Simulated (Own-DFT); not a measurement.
# Computed records: GaN (wurtzite, atoms displaced), GaN (wurtzite, strained, atoms displaced)

A calculation, not a measurement: plane-wave PBE density functional theory by an unreviewed code, no spin, of a simulated periodic cell, stress positive in tension, free energy of the whole cell less one offset for each atom, forces on such cells passed a denser k mesh, this cell's mesh not checked; offsets are fitted by least squares, one for each functional and potential file, so energies compare only between cells with the same atoms and settings and are not formation energies; the far tail of each file's local potential was reset to the Coulomb form; each entry is a single point on an unrelaxed cell, so the pressure reflects the starting lattice, mostly measured values (interpolated for alloys), from which strain is counted, and rises with the displacements; printed positions are rounded, which can move forces by about a meV/angstrom; the program, named Own-DFT, is a retired in-house code; no spin-orbit coupling. Program: Own-DFT development build.

Settings shared by all entries: functional PBE; k mesh 3 x 4 x 3 centred on Gamma.

(1) GaN (wurtzite, atoms displaced)

```
cell vectors (Å)
  12.7560     0.0000     0.0000
  -4.7835     8.2853     0.0000
   0.0000     0.0000    10.3700
atoms (fractions of the cell vectors)
Ga  0.08386  0.21974  0.00082
Ga  0.16264  0.11092  0.25312
N   0.08377  0.21863  0.18572
N   0.16983  0.11174  0.44252
Ga  0.08608  0.22283  0.49611
Ga  0.15740  0.10810  0.75440
N   0.08193  0.21883  0.68735
N   0.16472  0.10857  0.92668
Ga  0.08347  0.55877  0.99690
Ga  0.16253  0.44744  0.23922
N   0.08242  0.55700  0.19765
N   0.15875  0.43641  0.43457
Ga  0.08301  0.54532  0.49918
Ga  0.17220  0.44014  0.75190
N   0.09159  0.55921  0.69014
N   0.16816  0.44737  0.93938
Ga  0.07889  0.88894  0.99625
Ga  0.16789  0.77791  0.24716
N   0.08098  0.88620  0.18182
N   0.17031  0.77314  0.43414
Ga  0.08317  0.89764  0.50455
Ga  0.16157  0.76554  0.75036
N   0.08175  0.88568  0.69188
N   0.16746  0.77400  0.94209
Ga  0.33555  0.22494  0.99314
Ga  0.41835  0.11685  0.24985
N   0.32697  0.22487  0.19311
N   0.40939  0.10829  0.43910
Ga  0.33280  0.22796  0.49793
Ga  0.42594  0.11419  0.74720
N   0.33064  0.21915  0.69174
N   0.41866  0.12848  0.94100
Ga  0.33121  0.55464  0.00377
Ga  0.41248  0.45438  0.24492
N   0.33839  0.55761  0.18487
N   0.42164  0.45417  0.44047
Ga  0.33457  0.55927  0.50021
Ga  0.42056  0.45301  0.74957
N   0.33494  0.56015  0.68895
N   0.42293  0.44993  0.93609
Ga  0.33703  0.89725  0.99245
Ga  0.41555  0.78359  0.24983
N   0.33812  0.88632  0.19477
N   0.41991  0.77881  0.43811
Ga  0.33546  0.88430  0.49640
Ga  0.41288  0.77514  0.75703
N   0.32756  0.88505  0.68418
N   0.42115  0.77881  0.94419
Ga  0.57820  0.22624  0.99835
Ga  0.65941  0.10767  0.24756
N   0.58227  0.23009  0.19420
N   0.66174  0.11118  0.43547
Ga  0.58319  0.22698  0.49797
Ga  0.66843  0.11788  0.74626
N   0.57821  0.21325  0.68843
N   0.66416  0.10616  0.94480
Ga  0.58776  0.56763  0.00232
Ga  0.67301  0.45911  0.25413
N   0.57647  0.54579  0.19122
N   0.65810  0.44118  0.44775
Ga  0.58450  0.55754  0.51005
Ga  0.66584  0.44001  0.74564
N   0.58045  0.54810  0.68740
N   0.66711  0.44572  0.93977
Ga  0.57523  0.88667  0.00685
Ga  0.66721  0.78545  0.25815
N   0.58722  0.88901  0.19000
N   0.67861  0.78421  0.44109
Ga  0.58171  0.88888  0.50118
Ga  0.66684  0.78286  0.74996
N   0.58329  0.89146  0.68814
N   0.67469  0.77546  0.95275
Ga  0.83223  0.22669  0.00282
Ga  0.91429  0.10654  0.24904
N   0.83750  0.23322  0.18888
N   0.91814  0.11630  0.43786
Ga  0.83333  0.21653  0.49274
Ga  0.91867  0.11180  0.74676
N   0.84064  0.21524  0.69413
N   0.91516  0.10560  0.93049
Ga  0.83623  0.55965  0.98809
Ga  0.91773  0.44591  0.24392
N   0.83342  0.55819  0.19780
N   0.91993  0.45545  0.44170
Ga  0.83301  0.54861  0.49045
Ga  0.91978  0.45613  0.75542
N   0.83132  0.55723  0.68447
N   0.92036  0.44618  0.94226
Ga  0.83651  0.89550  0.99565
Ga  0.91051  0.77052  0.24257
N   0.83848  0.89178  0.18271
N   0.91541  0.78298  0.43480
Ga  0.83039  0.88954  0.49913
Ga  0.91741  0.77770  0.74710
N   0.83075  0.89248  0.68290
N   0.91816  0.77255  0.94051
```

It was run with potential files PseudoDojo norm-conserving, scalar-relativistic, standard set, wave cutoff 42 hartree, occupations Fermi-Dirac and smearing width 0.1 eV.

It finds free energy of cell above offsets 24.510 eV; pressure 7.6 GPa; stress xx -8.73 GPa; stress yy -7.78 GPa; stress zz -6.28 GPa; stress yz 0.32 GPa; stress xz -0.62 GPa; stress xy 0.06 GPa.

Force:
| element | x (eV/Å) | y (eV/Å) | z (eV/Å) |
| --- | --- | --- | --- |
| Ga | -0.311 | -0.149 | -0.692 |
| Ga | 0.817 | -0.84 | -0.25 |
| N | -0.948 | 0.669 | 0.2 |
| N | -0.971 | 0.202 | -0.79 |
| Ga | -0.328 | -0.394 | 0.606 |
| Ga | 1.887 | 0.04 | -2.606 |
| N | 0.022 | 0.799 | -0.557 |
| N | 0.161 | 0.313 | 3.361 |
| Ga | 0.759 | -0.365 | 1.236 |
| Ga | 1.486 | -0.877 | 1.265 |
| N | -0.114 | 0.246 | -2.276 |
| N | 1.807 | 0.765 | -0.525 |
| Ga | -0.732 | 1.751 | 0.276 |
| Ga | -0.961 | 0.012 | -0.252 |
| N | -0.708 | -2.146 | -0.294 |
| N | -0.04 | -0.557 | 0.252 |
| Ga | 1.415 | 0.401 | 0.359 |
| Ga | -0.433 | 0.803 | 0.536 |
| N | 0.191 | 0.281 | 0.725 |
| N | -0.972 | 0.159 | 0.76 |
| Ga | 0.836 | -1.881 | -0.676 |
| Ga | 0.197 | 2.367 | 0.13 |
| N | 0.078 | -0.059 | -0.175 |
| N | -0.19 | 1.16 | -0.6 |
| Ga | -2.304 | 0.964 | 1.371 |
| Ga | -0.989 | -0.108 | 0.419 |
| N | 0.771 | -0.077 | -1.058 |
| N | 1.077 | 0.438 | 0.033 |
| Ga | 0.835 | 0.139 | 1.004 |
| Ga | -3.705 | -1.404 | 0.273 |
| N | 0.122 | 0.561 | -0.202 |
| N | 1.466 | -2.725 | -1.234 |
| Ga | 0.833 | -0.119 | -1.006 |
| Ga | 2.36 | -2.046 | 1.693 |
| N | -2.882 | 1.249 | 0.317 |
| N | -0.58 | -0.312 | -0.42 |
| Ga | -0.375 | -0.629 | -0.267 |
| Ga | -0.39 | -1.7 | 0.029 |
| N | 0.192 | -0.243 | -0.065 |
| N | -0.938 | 0.231 | 0.469 |
| Ga | -0.221 | -0.21 | 1.25 |
| Ga | 1.866 | -1.176 | 0.535 |
| N | -1.911 | 1.495 | -2.019 |
| N | 0.098 | -0.366 | -0.348 |
| Ga | -1.239 | 0.603 | 0.252 |
| Ga | 0.043 | 0.899 | -1.004 |
| N | 0.986 | 0.36 | 1.275 |
| N | -1.782 | -0.489 | -0.8 |
| Ga | 1.717 | 0.396 | 1.257 |
| Ga | 0.441 | 1.281 | -0.057 |
| N | 0.694 | -0.049 | -0.838 |
| N | 0.759 | -0.005 | 0.408 |
| Ga | -0.771 | -1.568 | -0.132 |
| Ga | 1.443 | -0.812 | 0.969 |
| N | 1.795 | 1.864 | -0.817 |
| N | -0.604 | 0.791 | -0.758 |
| Ga | 0.311 | -2.338 | 0.712 |
| Ga | -1.143 | -1.636 | 0.276 |
| N | 0.38 | 1.913 | -0.042 |
| N | 1.391 | 1.101 | -1.133 |
| Ga | -0.435 | 0.476 | -1.853 |
| Ga | -0.18 | 0.307 | 0.742 |
| N | 0.44 | 1.417 | 1.425 |
| N | 0.161 | 0.207 | -0.7 |
| Ga | 2.751 | 0.689 | -0.338 |
| Ga | 1.263 | -1.288 | -1.169 |
| N | -1.124 | 0.034 | 0.4 |
| N | -3.358 | -1.4 | -0.314 |
| Ga | 0.77 | 0.188 | -0.054 |
| Ga | 0.402 | -0.524 | 0.775 |
| N | -0.389 | -0.31 | 0.474 |
| N | -2.234 | 1.657 | -2.504 |
| Ga | 0.461 | -1.109 | -0.56 |
| Ga | 0.087 | 0.767 | -0.096 |
| N | -0.194 | -2 | 0.031 |
| N | 0.681 | -0.814 | -0.569 |
| Ga | -1.039 | 1.327 | 1.159 |
| Ga | 0.793 | -0.799 | 0.378 |
| N | -3.226 | 2.225 | -1.405 |
| N | 0.024 | 1.543 | 1.226 |
| Ga | -0.717 | -1.338 | 1.849 |
| Ga | -0.482 | 0.659 | 1.597 |
| N | 0.426 | -1.163 | -1.982 |
| N | 1.02 | -2.382 | -1.079 |
| Ga | -1.612 | 1.793 | 1.063 |
| Ga | 0.835 | -1.367 | -1.416 |
| N | 0.465 | -0.461 | 0.262 |
| N | -0.608 | -0.018 | -0.376 |
| Ga | 0.774 | -0.502 | 0.665 |
| Ga | 0.951 | 2.139 | 1.206 |
| N | -1.179 | -0.249 | 0.537 |
| N | 0.535 | -0.408 | 0.212 |
| Ga | 2.411 | 1.166 | 0.32 |
| Ga | -0.978 | 0.154 | -0.07 |
| N | 0.794 | -0.722 | 1.103 |
| N | -0.979 | 1.138 | -1.29 |

(2) GaN (wurtzite, strained, atoms displaced)

```
cell vectors (Å)
  12.7560     0.0000     0.0000
  -4.7835     8.2853     0.0000
   0.0000     0.0000    10.4218
atoms (fractions of the cell vectors)
Ga  0.07692  0.21366  0.00889
Ga  0.16670  0.10904  0.24816
N   0.07890  0.22230  0.18163
N   0.17313  0.10861  0.43092
Ga  0.08870  0.22962  0.49232
Ga  0.17277  0.11036  0.75727
N   0.07683  0.21871  0.69262
N   0.16982  0.10700  0.93667
Ga  0.08183  0.55595  0.00173
Ga  0.15983  0.44144  0.25124
N   0.08533  0.55347  0.17839
N   0.17389  0.45163  0.43919
Ga  0.07376  0.54805  0.50147
Ga  0.16470  0.45016  0.74595
N   0.07420  0.53936  0.68239
N   0.15860  0.43617  0.94515
Ga  0.08254  0.87798  0.00305
Ga  0.17570  0.78743  0.25220
N   0.09009  0.89450  0.18828
N   0.16276  0.77250  0.43281
Ga  0.07629  0.88089  0.50329
Ga  0.16143  0.77022  0.74804
N   0.08956  0.88669  0.69077
N   0.16555  0.77647  0.93503
Ga  0.33347  0.22684  0.00049
Ga  0.42167  0.10921  0.25625
N   0.33412  0.22054  0.18980
N   0.41015  0.10817  0.43176
Ga  0.33185  0.22362  0.50861
Ga  0.41017  0.10602  0.75747
N   0.32895  0.21955  0.69051
N   0.41910  0.11541  0.94156
Ga  0.33927  0.56227  0.99292
Ga  0.42280  0.43839  0.25354
N   0.33851  0.56183  0.19026
N   0.41777  0.44445  0.44082
Ga  0.32963  0.55271  0.50392
Ga  0.42139  0.45537  0.74530
N   0.32677  0.55288  0.69526
N   0.41847  0.45302  0.94144
Ga  0.33417  0.88694  0.00506
Ga  0.41181  0.77401  0.25683
N   0.33662  0.89199  0.18799
N   0.42492  0.78185  0.43919
Ga  0.33235  0.88548  0.50316
Ga  0.40783  0.77851  0.75377
N   0.32862  0.87312  0.68720
N   0.41675  0.78134  0.93266
Ga  0.58648  0.23434  0.99983
Ga  0.66646  0.10519  0.25281
N   0.58497  0.22545  0.18585
N   0.66180  0.10529  0.43966
Ga  0.58638  0.22348  0.49561
Ga  0.66608  0.11254  0.75398
N   0.58153  0.22544  0.69427
N   0.66778  0.11376  0.93156
Ga  0.58595  0.56098  0.99818
Ga  0.66375  0.44108  0.25412
N   0.58372  0.55627  0.18695
N   0.66592  0.43878  0.44037
Ga  0.58363  0.55205  0.50186
Ga  0.66431  0.43977  0.75663
N   0.58225  0.56570  0.68441
N   0.66887  0.44255  0.93092
Ga  0.57634  0.87642  0.99462
Ga  0.66700  0.76624  0.24750
N   0.58005  0.89046  0.19442
N   0.67152  0.77998  0.43680
Ga  0.58822  0.88738  0.49206
Ga  0.66557  0.77484  0.74755
N   0.58765  0.88995  0.69492
N   0.66873  0.78773  0.93462
Ga  0.82864  0.22226  0.99602
Ga  0.91910  0.11756  0.25582
N   0.83442  0.22035  0.17297
N   0.91264  0.10248  0.44131
Ga  0.83212  0.21991  0.50478
Ga  0.91740  0.10754  0.74739
N   0.83533  0.22924  0.69315
N   0.92497  0.11669  0.93484
Ga  0.83848  0.55707  0.98928
Ga  0.91587  0.44636  0.25329
N   0.83942  0.56137  0.18943
N   0.91417  0.43983  0.44207
Ga  0.83112  0.55071  0.49396
Ga  0.91594  0.44852  0.74635
N   0.83244  0.55555  0.68979
N   0.91059  0.44375  0.94306
Ga  0.82962  0.88705  0.00441
Ga  0.91721  0.78604  0.25155
N   0.83228  0.88383  0.18363
N   0.91629  0.78242  0.42955
Ga  0.84354  0.89093  0.51250
Ga  0.90993  0.77780  0.74584
N   0.82656  0.88790  0.68742
N   0.91823  0.78120  0.94288
```

Settings of this run: potential files PseudoDojo norm-conserving, scalar-relativistic, standard set with the stringent files for Ga, wave cutoff 96 hartree, occupations Gaussian and smearing width 0.01 eV.

Results for GaN (wurtzite, strained, atoms displaced): free energy of cell above offsets -4.898 eV; pressure 6 GPa; stress xx -5.86 GPa; stress yy -5.18 GPa; stress zz -6.98 GPa; stress yz -0.28 GPa; stress xz -0.3 GPa; stress xy -0.08 GPa.

Force:
| element | x (eV/Å) | y (eV/Å) | z (eV/Å) |
| --- | --- | --- | --- |
| Ga | 1.208 | 0.774 | -2.796 |
| Ga | 0.146 | 0.916 | -0.326 |
| N | 0.882 | -0.315 | 3.264 |
| N | -1.564 | -0.064 | 1.4 |
| Ga | 0.24 | -1.337 | 1.39 |
| Ga | -2.218 | -0.108 | -0.642 |
| N | 2.101 | 0.484 | -1.584 |
| N | -0.585 | -0.049 | 1.396 |
| Ga | 0.182 | -0.717 | -1.23 |
| Ga | 1.661 | 0.869 | -1.016 |
| N | -0.882 | 0.811 | 2.829 |
| N | -1.932 | -0.789 | -0.551 |
| Ga | 1.575 | 1.039 | -0.763 |
| Ga | 0.092 | -2.319 | 1.971 |
| N | -0.082 | 2.083 | 0.472 |
| N | 1.063 | 1.108 | -1.245 |
| Ga | -0.432 | 1.447 | -0.243 |
| Ga | -0.912 | -1.232 | -0.798 |
| N | -0.61 | -1.001 | -0.028 |
| N | 0.206 | -0.166 | 1.508 |
| Ga | 1.227 | 1.045 | -0.637 |
| Ga | 0.671 | -0.655 | 0.316 |
| N | -2.053 | 0.124 | -0.716 |
| N | 0.861 | -0.316 | 0.096 |
| Ga | 0.131 | -0.185 | 0.444 |
| Ga | -0.845 | 0.405 | -1.928 |
| N | 0.332 | 0.111 | -0.325 |
| N | 0.951 | 0.196 | 2.565 |
| Ga | 0.427 | -0.36 | -1.407 |
| Ga | 0.778 | 0.147 | -0.741 |
| N | 1.239 | 1.006 | 0.191 |
| N | -0.249 | -0.473 | 0.085 |
| Ga | -2.091 | -0.924 | 1.683 |
| Ga | -2.018 | 0.444 | -0.369 |
| N | -0.181 | -1.398 | -0.329 |
| N | -0.05 | -0.118 | 0.411 |
| Ga | 1.544 | 1.35 | -0.017 |
| Ga | -0.643 | -1.124 | 1.026 |
| N | 0.847 | 0.538 | -1.022 |
| N | 1.182 | -0.698 | -1.216 |
| Ga | -0.472 | 0.567 | -0.626 |
| Ga | 0.877 | 0.151 | -0.705 |
| N | 0.185 | -0.093 | 0.252 |
| N | -1.609 | -0.877 | 0.82 |
| Ga | 0.101 | 0.059 | -0.858 |
| Ga | 3.081 | -0.408 | -0.874 |
| N | -2.004 | 2.047 | -0.211 |
| N | -0.576 | -0.215 | 0.965 |
| Ga | 0.665 | -1.871 | 0.079 |
| Ga | 0.196 | 0.917 | -1.08 |
| N | 0.312 | -0.225 | 0.573 |
| N | 0.924 | 1.193 | -0.231 |
| Ga | -1.152 | -1.33 | 1.46 |
| Ga | 0.111 | -0.229 | -1.244 |
| N | -0.343 | -0.92 | -1.303 |
| N | -0.879 | -0.616 | 1.911 |
| Ga | 0.266 | -0.158 | -0.096 |
| Ga | 1.066 | 0.707 | -1.057 |
| N | 0.718 | -1.044 | -0.403 |
| N | -0.336 | 0.769 | -0.334 |
| Ga | -0.251 | 0.96 | -0.566 |
| Ga | -0.388 | 0.653 | -2.304 |
| N | 1.234 | -1.689 | 0.481 |
| N | -0.785 | 1.612 | 2.037 |
| Ga | -0.015 | 2.467 | 1.295 |
| Ga | -0.89 | 2.164 | 0.808 |
| N | 0.784 | -1.169 | -1.228 |
| N | 0.902 | -0.757 | 0.134 |
| Ga | 0.001 | -0.367 | 1.838 |
| Ga | -0.923 | 1.006 | 0.538 |
| N | -1.421 | -0.096 | -1.214 |
| N | 0.756 | -1.572 | 0.231 |
| Ga | 1.145 | -0.467 | -1.112 |
| Ga | -0.788 | -1.142 | -1.196 |
| N | -0.308 | 0.162 | 3.502 |
| N | 0.313 | 1.585 | -0.202 |
| Ga | -0.187 | -0.661 | 0.342 |
| Ga | -0.93 | 0.786 | 1.118 |
| N | -0.108 | -1.076 | -0.732 |
| N | -2.027 | -1.529 | 0.011 |
| Ga | -1.575 | 0.749 | 1.947 |
| Ga | 0.472 | -0.262 | -1.446 |
| N | -1.049 | -0.337 | -0.067 |
| N | -0.36 | -0.424 | -0.933 |
| Ga | -0.193 | 0.914 | 0.811 |
| Ga | -0.145 | -0.768 | 1.453 |
| N | -0.696 | 0.373 | -0.988 |
| N | 1.946 | -0.088 | -1.764 |
| Ga | 0.68 | 1.21 | -1.182 |
| Ga | 1.078 | -0.678 | -1.667 |
| N | -0.503 | 1.029 | 1.171 |
| N | 0.457 | -1.019 | 2.203 |
| Ga | -1.731 | -0.61 | -2.451 |
| Ga | 1.344 | 0.276 | 1.312 |
| N | 1.293 | 0.025 | 0.932 |
| N | -0.463 | -0.229 | -1.271 |

(3) GaN (wurtzite, strained, atoms displaced)

```
cell vectors (Å)
  12.7560     0.0000     0.0000
  -4.7835     8.2853     0.0000
   0.0000     0.0000    10.4218
atoms (fractions of the cell vectors)
Ga  0.08195  0.23128  0.01259
Ga  0.16903  0.12324  0.25222
N   0.07417  0.22216  0.18716
N   0.16951  0.11759  0.44266
Ga  0.07878  0.21647  0.49989
Ga  0.15978  0.10813  0.74634
N   0.08703  0.21825  0.69579
N   0.16853  0.11303  0.94191
Ga  0.08943  0.56093  0.99400
Ga  0.17040  0.44653  0.24853
N   0.08350  0.55000  0.18821
N   0.16634  0.43975  0.43709
Ga  0.08128  0.56163  0.50065
Ga  0.17523  0.45310  0.74605
N   0.08119  0.54376  0.69318
N   0.17208  0.44123  0.93655
Ga  0.08784  0.89503  0.98455
Ga  0.16070  0.77793  0.25173
N   0.07263  0.87487  0.19220
N   0.16495  0.77273  0.43663
Ga  0.08066  0.89005  0.49893
Ga  0.17135  0.78492  0.74545
N   0.07646  0.88698  0.68459
N   0.16874  0.77774  0.94638
Ga  0.33406  0.22577  0.00008
Ga  0.40245  0.09535  0.25939
N   0.33628  0.22832  0.18903
N   0.41665  0.11504  0.44265
Ga  0.33958  0.23113  0.50474
Ga  0.41799  0.10871  0.74702
N   0.32857  0.21603  0.68799
N   0.41679  0.10497  0.94008
Ga  0.33493  0.55573  0.00954
Ga  0.41234  0.43625  0.25531
N   0.33802  0.56413  0.19204
N   0.41776  0.44603  0.44409
Ga  0.33008  0.54871  0.50356
Ga  0.41870  0.45123  0.75002
N   0.33702  0.55874  0.68868
N   0.41728  0.45086  0.93655
Ga  0.33816  0.89070  0.99626
Ga  0.41519  0.77355  0.24347
N   0.33946  0.89941  0.19547
N   0.41706  0.77880  0.43280
Ga  0.33982  0.89160  0.49676
Ga  0.42345  0.77991  0.75170
N   0.32931  0.88384  0.68898
N   0.41400  0.77639  0.94199
Ga  0.58239  0.21647  0.00156
Ga  0.66859  0.11246  0.24754
N   0.58214  0.22261  0.18726
N   0.67283  0.11640  0.42778
Ga  0.58350  0.21815  0.50533
Ga  0.66759  0.11222  0.74912
N   0.58257  0.21525  0.69058
N   0.66220  0.10908  0.94032
Ga  0.57991  0.54954  0.00118
Ga  0.66773  0.44260  0.24534
N   0.58637  0.55833  0.18684
N   0.66643  0.44317  0.44645
Ga  0.58609  0.56327  0.49465
Ga  0.66897  0.44013  0.74862
N   0.58368  0.55866  0.68456
N   0.65883  0.44478  0.95034
Ga  0.59504  0.90104  0.00501
Ga  0.66701  0.77904  0.24842
N   0.58432  0.89093  0.20054
N   0.66964  0.78086  0.43719
Ga  0.57838  0.89076  0.49307
Ga  0.66511  0.76922  0.74464
N   0.59022  0.89775  0.68885
N   0.66686  0.77147  0.94482
Ga  0.83018  0.22132  0.00259
Ga  0.90941  0.10475  0.24455
N   0.82877  0.21687  0.18243
N   0.92040  0.11173  0.44207
Ga  0.83174  0.22099  0.50713
Ga  0.91808  0.11619  0.75385
N   0.83197  0.22846  0.68165
N   0.91752  0.11271  0.93433
Ga  0.82813  0.55175  0.99308
Ga  0.92258  0.44572  0.26097
N   0.83619  0.55857  0.19544
N   0.92027  0.44865  0.44709
Ga  0.84362  0.55983  0.49941
Ga  0.91427  0.43932  0.74834
N   0.82718  0.55642  0.68590
N   0.90808  0.43791  0.93137
Ga  0.83121  0.89148  0.99831
Ga  0.91468  0.78047  0.25455
N   0.83001  0.88353  0.18477
N   0.91643  0.78422  0.43979
Ga  0.83841  0.89818  0.49962
Ga  0.91946  0.78604  0.74819
N   0.83097  0.89742  0.69297
N   0.91491  0.78019  0.93954
```

Here we set potential files PseudoDojo norm-conserving, scalar-relativistic, standard set with the stringent files for Ga, wave cutoff 96 hartree, occupations Gaussian and smearing width 0.01 eV.

Results for GaN (wurtzite, strained, atoms displaced): free energy of cell above offsets -5.683 eV; pressure 5.87 GPa; stress xx -6.16 GPa; stress yy -7.22 GPa; stress zz -4.23 GPa; stress yz -0.05 GPa; stress xz 0.32 GPa; stress xy -0.19 GPa.

Force:
| element | x (eV/Å) | y (eV/Å) | z (eV/Å) |
| --- | --- | --- | --- |
| Ga | 0.539 | -1.04 | -2.943 |
| Ga | -0.246 | -1.792 | -0.183 |
| N | 1.296 | 0.237 | 1.684 |
| N | 0.423 | -0.405 | -0.603 |
| Ga | 0.92 | 1.177 | 0.885 |
| Ga | 2.052 | -0.094 | 1.285 |
| N | -2.287 | 1.581 | -1.546 |
| N | -0.582 | 0.761 | -0.535 |
| Ga | -0.728 | -1.55 | 0.625 |
| Ga | -0.657 | -0.01 | 0.679 |
| N | 0.013 | 0.595 | -0.323 |
| N | -0.499 | 0.407 | 0.344 |
| Ga | 1.995 | -0.891 | 0.771 |
| Ga | -0.226 | -1.594 | 0.972 |
| N | -0.585 | 1.783 | -0.73 |
| N | -0.792 | 0.785 | 0.349 |
| Ga | -0.88 | -1.123 | 2.357 |
| Ga | 0.885 | -0.313 | -0.737 |
| N | 0.86 | 2.586 | -0.996 |
| N | -0.037 | 1.383 | 0.694 |
| Ga | 0.809 | 0.405 | -0.622 |
| Ga | -1.162 | -1.529 | 0.853 |
| N | 1.656 | 0.075 | 0.273 |
| N | 0.022 | 0.644 | -1.731 |
| Ga | 0.549 | -0.243 | -0.45 |
| Ga | 1.266 | 3.791 | -0.269 |
| N | -0.541 | -1.238 | -0.084 |
| N | 0.3 | -0.362 | 0.223 |
| Ga | -0.611 | -0.973 | 0.105 |
| Ga | -0.943 | -0.014 | 0.811 |
| N | 0.532 | 0.742 | 0.753 |
| N | -0.674 | 1.264 | -0.792 |
| Ga | -0.01 | 0.295 | -1.383 |
| Ga | 1.047 | 2.009 | 0.031 |
| N | 0.121 | -2.367 | -0.183 |
| N | -0.09 | 0.327 | -0.803 |
| Ga | -0.227 | 0.911 | -0.691 |
| Ga | 0.521 | -1.176 | 0.064 |
| N | 0.037 | 0.488 | -0.301 |
| N | 0.039 | -0.772 | 0.308 |
| Ga | -0.675 | -0.14 | 1.315 |
| Ga | -0.165 | 2.072 | 1.14 |
| N | -0.701 | -3.528 | -1.728 |
| N | -0.216 | -0.849 | 0.534 |
| Ga | -1.187 | -0.593 | 0.392 |
| Ga | -0.493 | 0.276 | 0.319 |
| N | 1.523 | 0.614 | -0.686 |
| N | 1.469 | 0.031 | -0.173 |
| Ga | -1.036 | 0.699 | 0.624 |
| Ga | -1.22 | 0.489 | -0.236 |
| N | -0.297 | -0.792 | 0.5 |
| N | -0.581 | -0.266 | 2.07 |
| Ga | 0.297 | 0.941 | -1.29 |
| Ga | 0.514 | -0.095 | 0.699 |
| N | -0.306 | 0.602 | -0.01 |
| N | 1.051 | 0.694 | -0.93 |
| Ga | -1.049 | 1.153 | 0.696 |
| Ga | -0.096 | 0.027 | 1.061 |
| N | -0.949 | -0.628 | 0.856 |
| N | 0.451 | 0.126 | -0.885 |
| Ga | 0.836 | -0.583 | 0.423 |
| Ga | -1.499 | 0.305 | 0.547 |
| N | 0.236 | -1.34 | 0.185 |
| N | 1.997 | -1.324 | -2.305 |
| Ga | -0.741 | -2.372 | 0.295 |
| Ga | 0.106 | -0.621 | 0.339 |
| N | -0.05 | -0.208 | -1.814 |
| N | -0.333 | 0.642 | 0.084 |
| Ga | 1.569 | 0.28 | 0.351 |
| Ga | -0.208 | 1.473 | 1.259 |
| N | -0.514 | -1.22 | -0.681 |
| N | -0.94 | 0.709 | -1.16 |
| Ga | 0.403 | 0.31 | -1.097 |
| Ga | -0.003 | -0.01 | 0.958 |
| N | 0.703 | 0.975 | 1.28 |
| N | -1.544 | 0.495 | -1.284 |
| Ga | 0.358 | -0.103 | -2.144 |
| Ga | -0.043 | 0.224 | -0.732 |
| N | 0.442 | -1.04 | 1.968 |
| N | -0.426 | 0.409 | 1.408 |
| Ga | 0.44 | 0.801 | 1.405 |
| Ga | -1.029 | -0.2 | -1.525 |
| N | 0.406 | -0.678 | -0.704 |
| N | 0.253 | -1.239 | -0.905 |
| Ga | -2.85 | 0.116 | 0.209 |
| Ga | -0.458 | 1.154 | 0.007 |
| N | 1.709 | 0.611 | 0.397 |
| N | 0.889 | 0.556 | 0.849 |
| Ga | 0.762 | -0.272 | -0.099 |
| Ga | -0.195 | -0.686 | -0.629 |
| N | 0.021 | 0.805 | 0.357 |
| N | 0.365 | -0.512 | 0.295 |
| Ga | -0.922 | -1.201 | 0.896 |
| Ga | -1.604 | -1.249 | 0.671 |
| N | 0.889 | -0.418 | -0.798 |
| N | 0.535 | -0.179 | -0.737 |
